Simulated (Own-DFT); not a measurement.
GaN (wurtzite, atoms displaced) (calculated)

All values are calculated (Own-DFT development build). A calculation, not a measurement: plane-wave PBE density functional theory by an unreviewed code, no spin, of a simulated periodic cell, stress positive in tension, free energy of the whole cell less one offset for each atom, forces on such cells passed a denser k mesh, this cell's mesh not checked; offsets are fitted by least squares, one for each functional and potential file, so energies compare only between cells with the same atoms and settings and are not formation energies; the far tail of each file's local potential was reset to the Coulomb form; each entry is a single point on an unrelaxed cell, so the pressure reflects the starting lattice, mostly measured values (interpolated for alloys), from which strain is counted, and rises with the displacements; printed positions are rounded, which can move forces by about a meV/angstrom; the program, named Own-DFT, is a retired in-house code; no spin-orbit coupling.

Settings shared by all entries: functional PBE; potential files PseudoDojo norm-conserving, scalar-relativistic, standard set with the stringent files for Ga; wave cutoff 96 hartree; occupations Gaussian; smearing width 0.01 eV; k mesh 3 x 4 x 3 centred on Gamma.

```yaml
- entry: 1
  formula: GaN
  kind: "wurtzite, atoms displaced"
  structure:
    cell_angstrom: [[12.756, 0.0, 0.0], [-4.7835, 8.2853, 0.0], [0.0, 0.0, 10.37]]
    atoms_fractional:
      - [Ga, 0.08526, 0.22896, 0.00365]
      - [Ga, 0.16732, 0.10934, 0.25062]
      - ["N", 0.08252, 0.2242, 0.1886]
      - ["N", 0.16631, 0.11286, 0.43768]
      - [Ga, 0.0853, 0.22446, 0.49917]
      - [Ga, 0.16568, 0.11099, 0.75083]
      - ["N", 0.08025, 0.22031, 0.68419]
      - ["N", 0.16791, 0.11186, 0.93886]
      - [Ga, 0.08571, 0.55382, 0.00367]
      - [Ga, 0.16809, 0.44354, 0.25292]
      - ["N", 0.08488, 0.55501, 0.19056]
      - ["N", 0.1668, 0.44199, 0.43854]
      - [Ga, 0.0834, 0.55806, 0.50029]
      - [Ga, 0.16216, 0.44247, 0.74716]
      - ["N", 0.08341, 0.55608, 0.68677]
      - ["N", 0.1683, 0.44854, 0.93624]
      - [Ga, 0.08027, 0.88653, 0.00051]
      - [Ga, 0.16388, 0.77487, 0.24812]
      - ["N", 0.08498, 0.88936, 0.18669]
      - ["N", 0.16651, 0.7757, 0.43911]
      - [Ga, 0.08087, 0.88933, 0.49958]
      - [Ga, 0.1655, 0.77752, 0.75062]
      - ["N", 0.08342, 0.88641, 0.69081]
      - ["N", 0.16676, 0.78137, 0.93974]
      - [Ga, 0.33292, 0.22149, 0.9965]
      - [Ga, 0.41137, 0.10762, 0.25206]
      - ["N", 0.33334, 0.22306, 0.18939]
      - ["N", 0.41607, 0.11413, 0.43869]
      - [Ga, 0.33421, 0.22225, 0.49637]
      - [Ga, 0.41693, 0.11061, 0.75277]
      - ["N", 0.33312, 0.22045, 0.69027]
      - ["N", 0.41797, 0.11184, 0.93717]
      - [Ga, 0.33242, 0.55478, 0.99704]
      - [Ga, 0.41597, 0.44749, 0.2493]
      - ["N", 0.33252, 0.5514, 0.18754]
      - ["N", 0.41564, 0.44406, 0.43608]
      - [Ga, 0.33709, 0.55707, 0.50068]
      - [Ga, 0.41651, 0.44526, 0.7485]
      - ["N", 0.32995, 0.55264, 0.68904]
      - ["N", 0.41793, 0.44434, 0.93441]
      - [Ga, 0.33301, 0.89168, 0.00047]
      - [Ga, 0.41694, 0.77534, 0.25313]
      - ["N", 0.33183, 0.88447, 0.18971]
      - ["N", 0.41853, 0.77914, 0.43726]
      - [Ga, 0.33429, 0.88845, 0.49709]
      - [Ga, 0.41461, 0.77368, 0.75122]
      - ["N", 0.33691, 0.89002, 0.68963]
      - ["N", 0.41957, 0.78091, 0.93455]
      - [Ga, 0.58325, 0.22256, 0.99936]
      - [Ga, 0.66656, 0.10998, 0.24837]
      - ["N", 0.58536, 0.22337, 0.1881]
      - ["N", 0.66614, 0.11145, 0.43464]
      - [Ga, 0.58406, 0.22267, 0.50253]
      - [Ga, 0.67022, 0.11372, 0.75087]
      - ["N", 0.58146, 0.22114, 0.68889]
      - ["N", 0.67015, 0.11686, 0.93986]
      - [Ga, 0.58653, 0.55416, 0.99902]
      - [Ga, 0.66873, 0.44754, 0.25378]
      - ["N", 0.58117, 0.55561, 0.18798]
      - ["N", 0.6668, 0.44542, 0.43762]
      - [Ga, 0.58139, 0.55373, 0.49949]
      - [Ga, 0.66616, 0.4462, 0.75209]
      - ["N", 0.58013, 0.55067, 0.68778]
      - ["N", 0.66693, 0.44498, 0.9379]
      - [Ga, 0.58036, 0.8913, 0.002]
      - [Ga, 0.66831, 0.77779, 0.24894]
      - ["N", 0.58316, 0.88889, 0.18771]
      - ["N", 0.66366, 0.7716, 0.4372]
      - [Ga, 0.58559, 0.89108, 0.49956]
      - [Ga, 0.66854, 0.78096, 0.75002]
      - ["N", 0.58229, 0.89066, 0.69006]
      - ["N", 0.66675, 0.77619, 0.93827]
      - [Ga, 0.83502, 0.22107, 0.00205]
      - [Ga, 0.9175, 0.10953, 0.24942]
      - ["N", 0.83327, 0.22131, 0.18862]
      - ["N", 0.91578, 0.11103, 0.44108]
      - [Ga, 0.82895, 0.22002, 0.50278]
      - [Ga, 0.91341, 0.10796, 0.75105]
      - ["N", 0.83905, 0.22728, 0.69232]
      - ["N", 0.91425, 0.10992, 0.93866]
      - [Ga, 0.83201, 0.55362, 0.00058]
      - [Ga, 0.91608, 0.44642, 0.2519]
      - ["N", 0.83286, 0.55654, 0.19054]
      - ["N", 0.919, 0.44255, 0.43548]
      - [Ga, 0.8323, 0.55323, 0.50273]
      - [Ga, 0.91773, 0.44346, 0.75083]
      - ["N", 0.83352, 0.55585, 0.68664]
      - ["N", 0.91761, 0.44494, 0.93685]
      - [Ga, 0.83319, 0.88705, 0.99952]
      - [Ga, 0.91516, 0.77936, 0.25003]
      - ["N", 0.8292, 0.88191, 0.19009]
      - ["N", 0.91668, 0.77799, 0.43737]
      - [Ga, 0.83373, 0.88685, 0.49926]
      - [Ga, 0.91898, 0.77927, 0.74967]
      - ["N", 0.83555, 0.89139, 0.68653]
      - ["N", 0.91801, 0.77526, 0.93607]
  results:
    "free_energy_of_cell_above_offsets [eV]": "-10.391"
    "pressure [GPa]": 5.38
    "stress_xx [GPa]": -5.14
    "stress_yy [GPa]": -4.66
    "stress_zz [GPa]": -6.33
    "stress_yz [GPa]": 0.0
    "stress_xz [GPa]": -0.1
    "stress_xy [GPa]": 0.01
    force_element: [Ga, Ga, "N", "N", Ga, Ga, "N", "N", Ga, Ga, "N", "N", Ga, Ga, "N", "N", Ga, Ga, "N", "N", Ga, Ga, "N", "N", Ga, Ga, "N", "N", Ga, Ga, "N", "N", Ga, Ga, "N", "N", Ga, Ga, "N", "N", Ga, Ga, "N", "N", Ga, Ga, "N", "N", Ga, Ga, "N", "N", Ga, Ga, "N", "N", Ga, Ga, "N", "N", Ga, Ga, "N", "N", Ga, Ga, "N", "N", Ga, Ga, "N", "N", Ga, Ga, "N", "N", Ga, Ga, "N", "N", Ga, Ga, "N", "N", Ga, Ga, "N", "N", Ga, Ga, "N", "N", Ga, Ga, "N", "N"]
    "force_x [eV/angstrom]": [0.152, -0.272, 0.441, 0.25, -0.514, 0.012, 0.249, -0.768, -0.774, -0.224, -0.271, 0.059, 0.411, 0.46, -0.242, -0.061, 0.417, 0.349, -0.66, -0.324, 0.668, 0.756, -0.219, 0.284, 0.159, 0.938, -0.088, 0.625, -0.488, -0.14, -0.186, -0.085, 0.684, 0.578, -0.465, 0.182, -0.71, -0.208, 0.218, -0.094, 0.292, -0.082, 0.019, 0.057, -0.231, 0.052, -0.682, -0.693, 0.125, -0.137, -0.639, -0.089, -0.289, -0.49, 0.647, -0.164, -1.015, -0.56, 0.556, 0.106, 0.137, 0.199, 0.269, 0.331, 0.922, -0.94, 0.031, 0.164, -0.011, -0.204, 0.531, -0.227, -0.419, -0.521, 0.217, -0.027, 0.865, 0.734, -0.883, 0.859, 0.416, 0.348, 0.208, -0.768, 0.297, -0.232, -0.005, 0.176, -0.037, 0.726, 0.537, 0.037, -0.449, -0.324, -0.149, -0.687]
    "force_y [eV/angstrom]": [-0.755, 0.331, -0.407, -0.408, -0.366, 0.179, -0.043, -0.061, 0.585, 0.136, -0.322, 0.821, -0.558, -0.177, 0.142, -0.453, 0.516, 0.188, -0.161, 0.598, 0.048, 0.109, 0.485, -0.591, 0.32, 0.434, -0.033, -0.507, 0.085, -0.132, 0.087, 0.018, 0.368, -0.555, 0.656, 0.011, -0.196, -0.462, 0.136, 0.104, -0.35, 0.007, 0.262, -0.128, 0.195, 0.374, -0.326, -0.421, 0.078, 0.264, -0.082, -0.035, -0.017, -0.02, 0.34, -0.586, 0.203, -0.555, -0.062, -0.191, -0.175, -0.274, 0.932, -0.183, 0.012, -0.46, -0.214, 0.815, -0.254, -0.513, -0.053, 0.369, 0.448, 0.028, 0.153, -0.144, 0.301, 0.378, -0.745, 0.012, 0.009, -0.426, 0.138, 0.066, 0.129, 0.757, -0.106, 0.017, -0.068, -0.228, 1.131, -0.355, 0.228, -0.302, -0.6, 0.058]
    "force_z [eV/angstrom]": [-0.769, -0.307, 0.208, 0.053, -0.055, -0.208, 0.898, 0.125, -0.413, -0.056, -0.13, 0.244, -0.21, 0.014, 0.202, -0.029, -0.208, 0.41, 0.379, -0.28, 0.197, 0.043, -0.606, -0.019, 0.495, -0.515, -0.415, -0.004, 0.908, -0.648, -0.552, 0.529, 0.163, -0.16, -0.286, 0.27, 0.034, 0.009, -0.2, 0.648, -0.05, -0.784, -0.066, 0.436, 0.689, -0.517, -0.389, 0.937, 0.393, -0.237, 0.185, 0.7, -0.4, 0.176, 0.182, -0.186, 0.231, -0.741, -0.028, 0.608, 0.127, -0.537, -0.08, 0.045, -0.477, 0.139, 0.29, 0.186, 0.188, -0.11, -0.366, 0.066, -0.073, 0.471, 0.162, -0.446, -0.356, -0.087, -0.714, 0.172, 0.034, -0.512, -0.398, 0.911, -0.708, 0.046, 0.607, 0.63, -0.025, 0.015, -0.592, 0.14, -0.131, -0.147, 0.243, 0.394]
- entry: 2
  formula: GaN
  kind: "wurtzite, atoms displaced"
  structure:
    cell_angstrom: [[12.756, 0.0, 0.0], [-4.7835, 8.2853, 0.0], [0.0, 0.0, 10.37]]
    atoms_fractional:
      - [Ga, 0.08214, 0.22072, 0.99846]
      - [Ga, 0.16707, 0.11283, 0.25192]
      - ["N", 0.08166, 0.22056, 0.18512]
      - ["N", 0.16509, 0.11013, 0.43699]
      - [Ga, 0.0828, 0.22061, 0.49719]
      - [Ga, 0.16549, 0.10952, 0.74805]
      - ["N", 0.08614, 0.22494, 0.68765]
      - ["N", 0.16723, 0.10942, 0.94092]
      - [Ga, 0.08063, 0.55462, 0.00112]
      - [Ga, 0.16837, 0.44878, 0.24971]
      - ["N", 0.08016, 0.55596, 0.18851]
      - ["N", 0.16949, 0.44975, 0.43899]
      - [Ga, 0.0849, 0.55416, 0.49956]
      - [Ga, 0.16638, 0.44293, 0.75048]
      - ["N", 0.08373, 0.55397, 0.69009]
      - ["N", 0.1679, 0.44849, 0.93615]
      - [Ga, 0.08254, 0.88871, 0.00012]
      - [Ga, 0.16483, 0.77885, 0.24729]
      - ["N", 0.08485, 0.88676, 0.18462]
      - ["N", 0.16449, 0.77495, 0.44036]
      - [Ga, 0.07826, 0.88334, 0.50335]
      - [Ga, 0.16748, 0.78106, 0.7495]
      - ["N", 0.07999, 0.88312, 0.68694]
      - ["N", 0.16684, 0.77407, 0.93969]
      - [Ga, 0.33533, 0.22317, 0.00174]
      - [Ga, 0.41531, 0.11222, 0.25265]
      - ["N", 0.33231, 0.22405, 0.18773]
      - ["N", 0.41271, 0.10867, 0.43873]
      - [Ga, 0.33527, 0.2233, 0.49964]
      - [Ga, 0.41852, 0.10915, 0.75052]
      - ["N", 0.33212, 0.22443, 0.68986]
      - ["N", 0.41725, 0.11326, 0.93864]
      - [Ga, 0.33372, 0.55524, 0.00303]
      - [Ga, 0.41471, 0.44332, 0.24966]
      - ["N", 0.33653, 0.55538, 0.18897]
      - ["N", 0.41494, 0.43837, 0.4399]
      - [Ga, 0.33167, 0.55782, 0.49841]
      - [Ga, 0.41658, 0.44561, 0.74899]
      - ["N", 0.33506, 0.55597, 0.69077]
      - ["N", 0.41308, 0.43901, 0.94485]
      - [Ga, 0.33014, 0.88478, 0.00088]
      - [Ga, 0.41771, 0.7786, 0.2489]
      - ["N", 0.33531, 0.88645, 0.18882]
      - ["N", 0.4164, 0.77405, 0.43659]
      - [Ga, 0.33471, 0.8923, 0.5]
      - [Ga, 0.41698, 0.78101, 0.75002]
      - ["N", 0.33653, 0.88459, 0.68893]
      - ["N", 0.41845, 0.77743, 0.93665]
      - [Ga, 0.58574, 0.22397, 0.00171]
      - [Ga, 0.67059, 0.11308, 0.25134]
      - ["N", 0.58159, 0.22286, 0.1879]
      - ["N", 0.66795, 0.11017, 0.43583]
      - [Ga, 0.57989, 0.21732, 0.4971]
      - [Ga, 0.66772, 0.11466, 0.74843]
      - ["N", 0.58231, 0.2194, 0.68514]
      - ["N", 0.6689, 0.11394, 0.93788]
      - [Ga, 0.58344, 0.55638, 0.00073]
      - [Ga, 0.6673, 0.44587, 0.24597]
      - ["N", 0.58576, 0.5588, 0.18999]
      - ["N", 0.66563, 0.44387, 0.44074]
      - [Ga, 0.58605, 0.55629, 0.50147]
      - [Ga, 0.66664, 0.44787, 0.74852]
      - ["N", 0.58009, 0.55384, 0.68547]
      - ["N", 0.66366, 0.43974, 0.93796]
      - [Ga, 0.58547, 0.88837, 0.00028]
      - [Ga, 0.66844, 0.77798, 0.25287]
      - ["N", 0.58422, 0.88813, 0.18629]
      - ["N", 0.66383, 0.77592, 0.43814]
      - [Ga, 0.57986, 0.89073, 0.49906]
      - [Ga, 0.66752, 0.77681, 0.74965]
      - ["N", 0.58594, 0.89069, 0.68877]
      - ["N", 0.66643, 0.77743, 0.93562]
      - [Ga, 0.83205, 0.22278, 0.00056]
      - [Ga, 0.91934, 0.11035, 0.24695]
      - ["N", 0.83168, 0.22167, 0.18696]
      - ["N", 0.9169, 0.10796, 0.43897]
      - [Ga, 0.83344, 0.22344, 0.49817]
      - [Ga, 0.91648, 0.11071, 0.74887]
      - ["N", 0.83056, 0.22369, 0.69436]
      - ["N", 0.91712, 0.11256, 0.94001]
      - [Ga, 0.834, 0.55351, 0.00095]
      - [Ga, 0.91757, 0.45026, 0.24936]
      - ["N", 0.83283, 0.55492, 0.18357]
      - ["N", 0.91852, 0.44673, 0.43818]
      - [Ga, 0.83304, 0.55585, 0.50022]
      - [Ga, 0.91611, 0.44416, 0.74909]
      - ["N", 0.83309, 0.55182, 0.68924]
      - ["N", 0.91759, 0.44527, 0.93887]
      - [Ga, 0.83731, 0.88977, 0.00127]
      - [Ga, 0.9173, 0.77963, 0.2522]
      - ["N", 0.8326, 0.89133, 0.18859]
      - ["N", 0.91347, 0.77549, 0.43785]
      - [Ga, 0.82984, 0.88993, 0.49922]
      - [Ga, 0.91672, 0.7798, 0.74803]
      - ["N", 0.8316, 0.88632, 0.68782]
      - ["N", 0.918, 0.77907, 0.93668]
  results:
    "free_energy_of_cell_above_offsets [eV]": "-10.149"
    "pressure [GPa]": 5.48
    "stress_xx [GPa]": -5.5
    "stress_yy [GPa]": -5.05
    "stress_zz [GPa]": -5.89
    "stress_yz [GPa]": 0.41
    "stress_xz [GPa]": -0.08
    "stress_xy [GPa]": -0.04
    force_element: [Ga, Ga, "N", "N", Ga, Ga, "N", "N", Ga, Ga, "N", "N", Ga, Ga, "N", "N", Ga, Ga, "N", "N", Ga, Ga, "N", "N", Ga, Ga, "N", "N", Ga, Ga, "N", "N", Ga, Ga, "N", "N", Ga, Ga, "N", "N", Ga, Ga, "N", "N", Ga, Ga, "N", "N", Ga, Ga, "N", "N", Ga, Ga, "N", "N", Ga, Ga, "N", "N", Ga, Ga, "N", "N", Ga, Ga, "N", "N", Ga, Ga, "N", "N", Ga, Ga, "N", "N", Ga, Ga, "N", "N", Ga, Ga, "N", "N", Ga, Ga, "N", "N", Ga, Ga, "N", "N", Ga, Ga, "N", "N"]
    "force_x [eV/angstrom]": [0.383, -0.035, 0.449, 0.296, 0.152, 0.208, -0.526, -0.183, 0.564, -0.101, 0.786, -0.227, -0.437, 0.243, -0.214, -0.029, 0.432, 0.798, -0.873, 0.096, 0.451, 0.502, 0.199, -0.623, -0.246, 0.119, 0.266, 0.548, -0.823, -0.577, 0.605, 0.31, -0.128, 0.825, -0.91, -0.112, 1.118, -0.178, -0.458, 0.399, 0.773, 0.418, -0.824, -0.541, -0.174, 1.221, -1.478, -0.22, -0.349, -0.78, 0.364, -0.391, 0.314, -0.324, -0.161, -0.312, -0.109, -0.129, -0.326, 0.42, -0.818, 0.033, 0.569, 0.255, -0.376, -0.538, 0.088, 0.004, 0.77, -0.567, -0.289, 0.599, 0.306, -0.842, 0.692, -0.449, 0.218, -0.083, 1.075, -0.105, -0.437, -0.054, -0.098, -0.21, -0.015, 0.415, -0.449, -0.249, -0.761, 0.029, 0.641, -0.082, 0.241, -0.117, 0.217, -0.078]
    "force_y [eV/angstrom]": [0.569, -0.307, 0.641, -0.362, 0.467, 0.102, -0.69, 0.107, -0.14, -0.377, 0.065, -1.039, 0.259, 0.569, 0.278, -0.551, -0.056, -0.119, 0.521, 0.549, 0.446, -0.797, 0.766, 0.461, -0.628, -0.207, -0.444, 0.144, -0.29, 0.302, -0.733, -0.613, 0.107, 0.15, 0.179, 1.12, -0.529, -0.224, 0.216, 1.033, 0.612, -0.057, 0.359, 0.796, -1.104, -0.844, 0.875, 0.084, -0.725, -0.405, -0.167, 0.162, 0.609, -0.635, 0.506, -0.407, -0.171, -0.19, -0.306, -0.29, -0.304, -0.706, 0.312, 0.957, 0.287, 0.065, 0.214, 0.349, -0.404, -0.037, -0.013, -0.012, 0.041, 0.407, 0.525, 0.58, 0.031, 0.21, -0.148, -0.261, 0.218, -0.952, 0.517, -0.248, -0.429, 0.222, 0.729, -0.187, -0.122, -0.14, -0.442, 0.24, -0.431, -0.738, 0.434, -0.406]
    "force_z [eV/angstrom]": [-0.273, -0.602, 0.579, 0.478, 0.361, 0.536, -0.221, -0.606, -0.326, -0.206, 0.02, -0.487, 0.514, -0.029, -0.331, 0.807, -0.436, 0.682, 0.768, -0.354, -0.941, 0.208, 0.392, -0.358, -0.262, -0.797, 0.463, -0.094, 0.555, 0.119, -0.261, 0.106, -0.728, 0.449, 0.171, -0.344, 0.793, 0.736, -0.555, -0.99, -0.232, -0.047, 0.139, 0.046, -0.035, 0.306, -0.44, 0.549, -0.284, -0.753, 0.565, 0.43, 0.163, 0.493, 0.073, 0.002, -0.051, 0.702, -0.173, -0.68, -0.585, 0.081, 0.678, -0.13, -0.358, -0.425, 0.552, 0.314, 0.384, -0.088, -0.264, 0.448, -0.216, 0.351, 0.452, -0.326, 0.532, 0.236, -1.323, -0.415, -0.984, 0.124, 0.983, -0.049, 0.116, 0.406, -0.19, -0.16, -0.367, -0.65, 0.048, 0.195, 0.099, 0.362, -0.188, 0.059]
```
